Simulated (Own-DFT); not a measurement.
# Computed records: Si$_{3}$N$_{4}$ (beta silicon nitride, strained, atoms displaced)

A calculation, not a measurement: plane-wave PBE density functional theory by an unreviewed code, no spin, of a simulated periodic cell, stress positive in tension, free energy of the whole cell less one offset for each atom, forces on such cells moved up to 12 meV/angstrom on a denser k mesh; offsets are fitted by least squares, one for each functional and potential file, so energies compare only between cells with the same atoms and settings and are not formation energies; the far tail of each file's local potential was reset to the Coulomb form; each entry is a single point on an unrelaxed cell, so the pressure reflects the starting lattice, mostly measured values (interpolated for alloys), from which strain is counted, and rises with the displacements; printed positions are rounded, which can move forces by about a meV/angstrom; the program, named Own-DFT, is a retired in-house code; no spin-orbit coupling; before rounding, a Quantum ESPRESSO 7.3.1 run of the same cell and cutoff gave forces within 1 meV/angstrom rms on each cell, which checks the program and not the settings. Program: Own-DFT development build.

Settings shared by all entries: functional PBE; potential files PseudoDojo norm-conserving, scalar-relativistic, standard set; wave cutoff 42 hartree; occupations Fermi-Dirac; smearing width 0.1 eV; k mesh 2 x 2 x 4 centred on Gamma.

(1) Si$_{3}$N$_{4}$ (beta silicon nitride, strained, atoms displaced)

```cif
# cell vector a (Å): 14.9575 -0.1535 -0.0277
# cell vector b (Å): -7.6116 13.2525 0.1132
# cell vector c (Å): -0.0106 0.0439 5.7604
data_Si3N4
_symmetry_space_group_name_H-M 'P 1'
_symmetry_Int_Tables_number 1
_cell_length_a 14.9583
_cell_length_b 15.2833
_cell_length_c 5.7606
_cell_angle_alpha 89.144
_cell_angle_beta 90.216
_cell_angle_gamma 120.459
_cell_volume 1135.05
loop_
_atom_site_label
_atom_site_type_symbol
_atom_site_fract_x
_atom_site_fract_y
_atom_site_fract_z
_atom_site_occupancy
Si1 Si 0.08631 0.38510 0.12426 1
Si2 Si 0.11789 0.20222 0.11747 1
Si3 Si 0.30575 0.41515 0.13476 1
Si4 Si 0.41700 0.11655 0.37118 1
Si5 Si 0.38472 0.30084 0.39009 1
Si6 Si 0.20434 0.09202 0.37654 1
N1 N 0.16647 0.01642 0.12172 1
N2 N 0.48376 0.15403 0.11775 1
N3 N 0.34790 0.33371 0.13321 1
N4 N 0.33808 0.48810 0.38197 1
N5 N 0.01579 0.34708 0.38677 1
N6 N 0.15081 0.16714 0.38221 1
N7 N 0.16283 0.33289 0.13557 1
N8 N 0.33342 0.16576 0.37342 1
Si7 Si 0.09243 0.39080 0.61678 1
Si8 Si 0.10935 0.19947 0.63302 1
Si9 Si 0.29375 0.41367 0.61812 1
Si10 Si 0.41173 0.11452 0.87929 1
Si11 Si 0.39085 0.30273 0.86919 1
Si12 Si 0.21019 0.09317 0.88598 1
N9 N 0.16381 0.00971 0.62364 1
N10 N 0.48775 0.15198 0.62643 1
N11 N 0.35321 0.33029 0.63520 1
N12 N 0.33394 0.48126 0.87368 1
N13 N 0.01661 0.35213 0.87324 1
N14 N 0.15272 0.16622 0.87310 1
N15 N 0.16442 0.33009 0.61872 1
N16 N 0.33423 0.16715 0.86970 1
Si13 Si 0.07904 0.87930 0.12398 1
Si14 Si 0.11173 0.70323 0.12886 1
Si15 Si 0.30362 0.91703 0.11985 1
Si16 Si 0.41690 0.62250 0.39639 1
Si17 Si 0.38820 0.80309 0.38081 1
Si18 Si 0.20351 0.59190 0.37659 1
N17 N 0.16474 0.51257 0.11880 1
N18 N 0.48777 0.64935 0.12581 1
N19 N 0.34720 0.83259 0.11112 1
N20 N 0.33394 0.97886 0.37875 1
N21 N 0.02088 0.84999 0.37960 1
N22 N 0.15206 0.66785 0.37263 1
N23 N 0.16714 0.84066 0.13295 1
N24 N 0.33660 0.67053 0.36878 1
Si19 Si 0.08798 0.88441 0.61637 1
Si20 Si 0.11899 0.70092 0.62455 1
Si21 Si 0.29180 0.90645 0.62016 1
Si22 Si 0.41502 0.61912 0.87855 1
Si23 Si 0.38118 0.79504 0.87217 1
Si24 Si 0.20358 0.58453 0.87214 1
N25 N 0.16623 0.51734 0.62845 1
N26 N 0.48351 0.65050 0.62894 1
N27 N 0.35967 0.84259 0.62231 1
N28 N 0.32854 0.98759 0.89947 1
N29 N 0.01596 0.84716 0.88477 1
N30 N 0.15063 0.65997 0.87507 1
N31 N 0.16183 0.83475 0.63608 1
N32 N 0.33622 0.67871 0.87702 1
Si25 Si 0.58515 0.38726 0.12799 1
Si26 Si 0.61163 0.19883 0.13291 1
Si27 Si 0.80435 0.41167 0.12014 1
Si28 Si 0.92034 0.11116 0.37758 1
Si29 Si 0.88675 0.30037 0.36735 1
Si30 Si 0.69879 0.08694 0.37258 1
N33 N 0.66163 0.01027 0.11683 1
N34 N 0.98457 0.15519 0.12168 1
N35 N 0.84788 0.33003 0.14512 1
N36 N 0.83217 0.48587 0.37149 1
N37 N 0.51527 0.34704 0.38357 1
N38 N 0.64824 0.16383 0.37206 1
N39 N 0.67301 0.33899 0.12131 1
N40 N 0.83092 0.16189 0.36983 1
Si31 Si 0.58623 0.38677 0.63104 1
Si32 Si 0.60988 0.19924 0.62871 1
Si33 Si 0.79910 0.41339 0.61849 1
Si34 Si 0.91104 0.11534 0.87836 1
Si35 Si 0.87948 0.29525 0.86465 1
Si36 Si 0.70498 0.08618 0.87988 1
N41 N 0.66466 0.01747 0.62574 1
N42 N 0.97774 0.14576 0.63433 1
N43 N 0.85109 0.33756 0.61558 1
N44 N 0.83700 0.48697 0.88977 1
N45 N 0.51380 0.35026 0.87037 1
N46 N 0.64525 0.16202 0.87047 1
N47 N 0.66840 0.33800 0.63408 1
N48 N 0.83762 0.17269 0.87016 1
Si37 Si 0.58653 0.89345 0.13267 1
Si38 Si 0.62253 0.69611 0.11878 1
Si39 Si 0.79770 0.92134 0.12999 1
Si40 Si 0.91047 0.61950 0.37452 1
Si41 Si 0.88294 0.79870 0.37300 1
Si42 Si 0.70506 0.59098 0.38625 1
N49 N 0.66233 0.51608 0.13468 1
N50 N 0.98501 0.65114 0.13171 1
N51 N 0.84704 0.83564 0.11969 1
N52 N 0.83145 0.98732 0.36992 1
N53 N 0.51945 0.85402 0.38173 1
N54 N 0.65721 0.67120 0.36807 1
N55 N 0.66197 0.83016 0.13596 1
N56 N 0.83241 0.66991 0.37489 1
Si43 Si 0.58945 0.88652 0.62353 1
Si44 Si 0.61762 0.70112 0.63074 1
Si45 Si 0.79297 0.91059 0.61178 1
Si46 Si 0.90834 0.61452 0.86886 1
Si47 Si 0.88435 0.80111 0.88458 1
Si48 Si 0.69514 0.57962 0.88123 1
N57 N 0.66264 0.51779 0.61835 1
N58 N 0.98696 0.65711 0.62399 1
N59 N 0.84779 0.83044 0.61030 1
N60 N 0.83555 0.98510 0.87192 1
N61 N 0.51433 0.84626 0.88021 1
N62 N 0.65369 0.66364 0.86907 1
N63 N 0.66828 0.83507 0.62042 1
N64 N 0.82782 0.66557 0.86678 1
```

```
free energy of cell above offsets : -6.702 eV
pressure                          : 15.21 GPa
stress xx                         : -16.96 GPa
stress yy                         : -10.14 GPa
stress zz                         : -18.53 GPa
stress yz                         : 3.82 GPa
stress xz                         : -2.18 GPa
stress xy                         : -3.55 GPa
```

Force:
```tsv
element	x (eV/Å)	y (eV/Å)	z (eV/Å)
Si	0.379	-1.207	0.275
Si	-0.623	1.865	1.686
Si	-3.852	-0.135	-0.853
Si	-2.72	-1.55	1.168
Si	1.275	-3.129	-2.543
Si	0.156	-3.514	0.029
N	-0.94	-0.231	1.628
N	0.694	0.068	1.341
N	2.092	-0.581	-0.665
N	0.269	0.773	-0.765
N	-0.338	0.744	-2.151
N	-1.116	0.069	-0.429
N	2.784	0.125	-0.542
N	1.206	1.715	0.168
Si	-0.185	-2.436	2.321
Si	1.346	1.071	-1.195
Si	1.582	-1.5	2.168
Si	-1.243	-0.1	-1.69
Si	-2.499	-3.993	4.163
Si	-1.984	-4.071	-2.095
N	-0.242	3.838	0.712
N	-3.872	-2.002	-0.233
N	-4.805	3.218	-1.871
N	0.123	2.128	-0.076
N	-1.103	-0.145	-0.606
N	-0.393	0.076	0.131
N	-0.314	0.5	0.419
N	2.141	3.148	0.117
Si	3.801	3.742	1.083
Si	1.976	2.845	-1.632
Si	-1.957	-3.534	3.633
Si	-0.907	-1.629	-5.701
Si	-0.192	-1.225	-2.694
Si	1.267	-1.272	-1.631
N	0.012	1.846	2.136
N	-0.018	-0.607	0.951
N	0.163	0.774	2.591
N	0.93	3.261	-0.458
N	-4.7	-2.003	-1.247
N	0.086	-0.154	0.32
N	1.995	-3.045	-0.28
N	-0.641	0.47	0.699
Si	-0.9	0.765	3.368
Si	-1.932	1.474	1.113
Si	-0.156	1.952	2.075
Si	-1.524	-0.612	1.671
Si	0.858	5.104	0.239
Si	0.292	1.711	1.411
N	0.463	0.548	-1.774
N	2.916	1.314	2.067
N	-2.048	0.122	0.724
N	1.118	1.489	-6.291
N	-2.611	-0.856	-3.521
N	-1.957	1.317	0.476
N	4.115	-3.227	-0.098
N	2.044	-8.926	-0.461
Si	2.747	-1.36	0.506
Si	0.995	3.62	-2.803
Si	-2.279	0.541	2.426
Si	-4.428	2.15	-0.914
Si	2.462	-4.36	4.551
Si	2.103	0.162	0.007
N	0.429	6.054	1.631
N	1.477	-0.608	0.32
N	-1.442	1.254	-6.679
N	0.704	1.069	-0.017
N	-0.356	0.355	-0.887
N	-0.736	-0.12	1.402
N	-2.015	-2.568	0.307
N	0.867	1.505	0.006
Si	2.415	-0.01	-1.654
Si	3.749	3.728	-0.637
Si	-1.004	1.025	1.194
Si	-1.226	-0.222	0.811
Si	1.525	2.016	1.534
Si	-1.005	1.527	-1.965
N	0.049	-0.831	0.292
N	2.633	0.945	-1.091
N	0.03	-0.25	0.699
N	0.604	-0.474	-3.595
N	2.598	1.685	2.273
N	1.391	-0.579	2.045
N	-0.426	-2.034	-0.27
N	-0.975	-2.875	0.289
Si	1.88	-7.943	-2.035
Si	-4.532	4.133	0.018
Si	-0.915	-4.621	-2.149
Si	1.062	-0.909	0.549
Si	1.857	-0.22	-1.312
Si	-0.299	-0.19	-2.317
N	-0.603	-0.278	0.445
N	-1.95	-0.836	-1.575
N	-0.581	1.067	1.557
N	0.915	-0.078	1.248
N	-1.646	-0.413	-0.4
N	0.222	-1.139	3.178
N	1.069	1.156	-0.626
N	0.972	0.248	-0.33
Si	-0.02	-0.072	2.689
Si	-0.694	2.097	-2.298
Si	2.667	0.886	1.883
Si	0.603	1.923	1.067
Si	0.741	-2.044	-2.845
Si	2.197	1.653	-1.239
N	-0.387	-1.884	2.573
N	-0.397	-1.13	-0.111
N	-1.841	2.116	3.159
N	-0.2	0.309	-0.887
N	0.204	0.905	-0.631
N	-0.709	-0.152	0.057
N	-1.453	-2.554	0.519
N	0.644	0.238	0.655
```

(2) Si$_{3}$N$_{4}$ (beta silicon nitride, strained, atoms displaced)

```cif
# cell vector a (Å): 15.4435 -0.0096 -0.0241
# cell vector b (Å): -7.7301 13.3828 0.0293
# cell vector c (Å): -0.0092 0.0076 5.9097
data_Si3N4
_symmetry_space_group_name_H-M 'P 1'
_symmetry_Int_Tables_number 1
_cell_length_a 15.4435
_cell_length_b 15.4549
_cell_length_c 5.9097
_cell_angle_alpha 89.783
_cell_angle_beta 90.179
_cell_angle_gamma 120.047
_cell_volume 1220.96
loop_
_atom_site_label
_atom_site_type_symbol
_atom_site_fract_x
_atom_site_fract_y
_atom_site_fract_z
_atom_site_occupancy
Si1 Si 0.08568 0.38229 0.12178 1
Si2 Si 0.12342 0.20827 0.11809 1
Si3 Si 0.29127 0.41634 0.13867 1
Si4 Si 0.41567 0.11765 0.38670 1
Si5 Si 0.38519 0.30001 0.38056 1
Si6 Si 0.20514 0.08805 0.37797 1
N1 N 0.16678 0.02273 0.12423 1
N2 N 0.48265 0.14874 0.12176 1
N3 N 0.34844 0.32841 0.12467 1
N4 N 0.32640 0.47928 0.37899 1
N5 N 0.01991 0.35032 0.38522 1
N6 N 0.15273 0.16281 0.36435 1
N7 N 0.17380 0.33989 0.12162 1
N8 N 0.33536 0.16785 0.36054 1
Si7 Si 0.08674 0.38508 0.60959 1
Si8 Si 0.11057 0.19947 0.61201 1
Si9 Si 0.29347 0.41374 0.64576 1
Si10 Si 0.41030 0.11218 0.88336 1
Si11 Si 0.38280 0.29547 0.88188 1
Si12 Si 0.20095 0.08182 0.86320 1
N9 N 0.16880 0.01722 0.61674 1
N10 N 0.47815 0.14670 0.62812 1
N11 N 0.35048 0.33686 0.63052 1
N12 N 0.33383 0.48159 0.87081 1
N13 N 0.01380 0.34857 0.88558 1
N14 N 0.15277 0.16657 0.88604 1
N15 N 0.16805 0.33433 0.62458 1
N16 N 0.32886 0.16270 0.88109 1
Si13 Si 0.08304 0.88536 0.12645 1
Si14 Si 0.11290 0.69743 0.12606 1
Si15 Si 0.29965 0.90986 0.11259 1
Si16 Si 0.41266 0.61467 0.38019 1
Si17 Si 0.38518 0.79429 0.37833 1
Si18 Si 0.19622 0.57641 0.38603 1
N17 N 0.16728 0.51472 0.11521 1
N18 N 0.48426 0.65222 0.12399 1
N19 N 0.34940 0.83435 0.12516 1
N20 N 0.32769 0.98212 0.37473 1
N21 N 0.01386 0.84403 0.36941 1
N22 N 0.15464 0.67357 0.37352 1
N23 N 0.16292 0.83311 0.11612 1
N24 N 0.33493 0.67013 0.36573 1
Si19 Si 0.08427 0.88217 0.63549 1
Si20 Si 0.11629 0.70354 0.62485 1
Si21 Si 0.30037 0.91441 0.63522 1
Si22 Si 0.40755 0.60607 0.88843 1
Si23 Si 0.39139 0.80403 0.88781 1
Si24 Si 0.20461 0.59419 0.88993 1
N25 N 0.16325 0.51938 0.63528 1
N26 N 0.48099 0.65117 0.62475 1
N27 N 0.34460 0.83304 0.62797 1
N28 N 0.32960 0.98007 0.86785 1
N29 N 0.01083 0.84376 0.87431 1
N30 N 0.15257 0.67306 0.86630 1
N31 N 0.16326 0.83029 0.60947 1
N32 N 0.32825 0.66526 0.87629 1
Si25 Si 0.59070 0.38493 0.12793 1
Si26 Si 0.61249 0.19574 0.13292 1
Si27 Si 0.80519 0.41688 0.11285 1
Si28 Si 0.91872 0.11567 0.37226 1
Si29 Si 0.88606 0.30627 0.35907 1
Si30 Si 0.70684 0.08711 0.38472 1
N33 N 0.66238 0.01490 0.12886 1
N34 N 0.98511 0.15120 0.13691 1
N35 N 0.85237 0.34032 0.11679 1
N36 N 0.83263 0.47977 0.37454 1
N37 N 0.51502 0.34848 0.36897 1
N38 N 0.64888 0.16260 0.36973 1
N39 N 0.67162 0.33724 0.12496 1
N40 N 0.83096 0.16303 0.38360 1
Si31 Si 0.59479 0.38771 0.61778 1
Si32 Si 0.62015 0.20494 0.62241 1
Si33 Si 0.79905 0.41752 0.62185 1
Si34 Si 0.91604 0.11380 0.87741 1
Si35 Si 0.89124 0.29525 0.88480 1
Si36 Si 0.70694 0.09307 0.89347 1
N41 N 0.66677 0.01731 0.62600 1
N42 N 0.98439 0.14628 0.62148 1
N43 N 0.84686 0.32775 0.62508 1
N44 N 0.82955 0.47863 0.87594 1
N45 N 0.51085 0.34162 0.87037 1
N46 N 0.64861 0.16802 0.86758 1
N47 N 0.67044 0.33796 0.63085 1
N48 N 0.82972 0.16603 0.86435 1
Si37 Si 0.58710 0.88549 0.13788 1
Si38 Si 0.61460 0.69782 0.12476 1
Si39 Si 0.79529 0.91742 0.11119 1
Si40 Si 0.91877 0.62531 0.37094 1
Si41 Si 0.88116 0.79366 0.37252 1
Si42 Si 0.70348 0.58592 0.37887 1
N49 N 0.66495 0.50549 0.12065 1
N50 N 0.98458 0.64936 0.11556 1
N51 N 0.84854 0.83025 0.13084 1
N52 N 0.83056 0.97935 0.36418 1
N53 N 0.52134 0.85532 0.36765 1
N54 N 0.65609 0.66766 0.38126 1
N55 N 0.66603 0.83292 0.12985 1
N56 N 0.83362 0.66914 0.37863 1
Si43 Si 0.58909 0.88781 0.61147 1
Si44 Si 0.61076 0.69671 0.62712 1
Si45 Si 0.79778 0.91642 0.61989 1
Si46 Si 0.92128 0.61451 0.87048 1
Si47 Si 0.88603 0.79475 0.87774 1
Si48 Si 0.70321 0.58319 0.88505 1
N57 N 0.66132 0.51383 0.64069 1
N58 N 0.98681 0.65331 0.63699 1
N59 N 0.85228 0.84049 0.63567 1
N60 N 0.83060 0.98204 0.87850 1
N61 N 0.51414 0.85017 0.87212 1
N62 N 0.64974 0.66413 0.87556 1
N63 N 0.66326 0.83499 0.62196 1
N64 N 0.83504 0.66376 0.86982 1
```

```
free energy of cell above offsets : -8.683 eV
pressure                          : -3.05 GPa
stress xx                         : 3.63 GPa
stress yy                         : 4.61 GPa
stress zz                         : 0.92 GPa
stress yz                         : 0.61 GPa
stress xz                         : -0.88 GPa
stress xy                         : -2.25 GPa
```

Force:
```tsv
element	x (eV/Å)	y (eV/Å)	z (eV/Å)
Si	1.6	0.944	0.691
Si	-0.008	-0.661	1.18
Si	5.438	-0.734	-1.898
Si	-2.412	-1.779	-2.678
Si	0.457	-1.193	-0.39
Si	1.732	0.719	-2.071
N	-0.547	-3.585	-0.373
N	1.109	-0.279	1.53
N	-2.7	2.49	1.205
N	0.383	3.134	1.834
N	-2.737	-0.928	-4.574
N	-2.751	1.63	1.509
N	-4.548	-3.57	-0.132
N	-0.227	0.298	1.32
Si	2.451	1.236	5.349
Si	3.648	1.09	1.453
Si	2.177	-2.899	-4.177
Si	-1.455	0.801	-1.131
Si	0.922	-0.978	-1.085
Si	0.066	2.422	2.28
N	-1.09	-2.425	0.938
N	3.273	1.271	1.387
N	-0.579	0.312	0
N	-0.278	1.144	3.842
N	2.288	0.788	-1.758
N	-1.014	-0.282	-3.658
N	-2.27	-1.135	-0.073
N	0.841	0.122	-0.699
Si	2.548	0.88	-0.261
Si	-0.156	3.906	-0.86
Si	-3.46	0.257	2.847
Si	-1.476	-0.057	-0.81
Si	-1.368	2.115	0.493
Si	0.36	4.866	-2.435
N	-0.863	-1.053	2.447
N	0.336	-1.162	0.971
N	1.379	-0.357	0.921
N	1.209	0.784	-0.352
N	-1.14	-0.005	1.722
N	1.264	-2.977	0.262
N	0.825	-0.471	-0.078
N	0.27	-3.289	0.597
Si	1.69	-0.124	-2.516
Si	-0.227	1.895	-1.16
Si	-2.114	-1.944	-4.547
Si	-1.325	3.728	-1.876
Si	-1.782	-2.358	-2.384
Si	-0.811	0.138	-2.032
N	-0.159	-2.48	0.767
N	0.749	-0.88	1.214
N	2.783	-0.756	0.169
N	0.595	2.193	2.3
N	1.199	1.494	0.503
N	1.128	-2.122	2.349
N	0.009	1.559	1.098
N	2.843	1.057	0.316
Si	-0.918	-4.708	-1.566
Si	-1.445	3.049	-2.467
Si	-3.798	-1.926	3.028
Si	-4.227	-1.901	0.877
Si	0.594	-3.041	3.747
Si	-1.417	-0.365	-0.78
N	0.408	1	0.396
N	1.816	1.155	-3.069
N	2.676	-1.331	-0.291
N	0.82	3.808	-1.122
N	0.936	0.965	1.119
N	0.629	-0.219	1.635
N	0.587	-1.988	0.29
N	2.522	2.706	-1.123
Si	-3.208	-2.674	1.262
Si	-2.156	0.508	-0.401
Si	0.968	-3.008	0.377
Si	-1.989	-0.098	0.376
Si	-4.281	-0.592	-2.577
Si	-2.281	-2.127	-2.295
N	-0.072	-0.074	1.431
N	-0.424	-0.241	1.027
N	0.071	1.688	-0.129
N	1.243	4.349	-2.198
N	1.752	1.667	0.232
N	1.536	-1.206	2.082
N	0.662	-1.561	-0.614
N	3.761	0.772	1.14
Si	1.914	0.046	-4.668
Si	-0.121	2.384	0.366
Si	0.847	-4.676	3.17
Si	-0.714	-2.144	0.916
Si	-0.333	2.644	1.454
Si	0.245	-0.927	0.254
N	-0.218	5.651	1.633
N	0.627	-0.391	1.934
N	-1.065	1.112	-1.723
N	0.665	3.035	0.832
N	-3.599	-1.892	2.215
N	-1.123	-0.745	-0.713
N	-0.133	-0.628	-0.439
N	0.646	-2.299	-0.141
Si	0.081	0.109	2.898
Si	-0.011	2.504	-0.005
Si	-0.654	-2.6	-0.033
Si	-4.623	-1.482	0.825
Si	-2.6	-0.53	0.133
Si	0.351	1.186	-0.557
N	0.499	1.437	-2.17
N	0.754	-0.315	-3.533
N	0.903	-0.881	-1.085
N	0.685	3.306	-2.719
N	1.894	1.269	0.309
N	0.332	-0.874	0.413
N	1.833	-1.222	0.171
N	0.081	-0.472	0.392
```
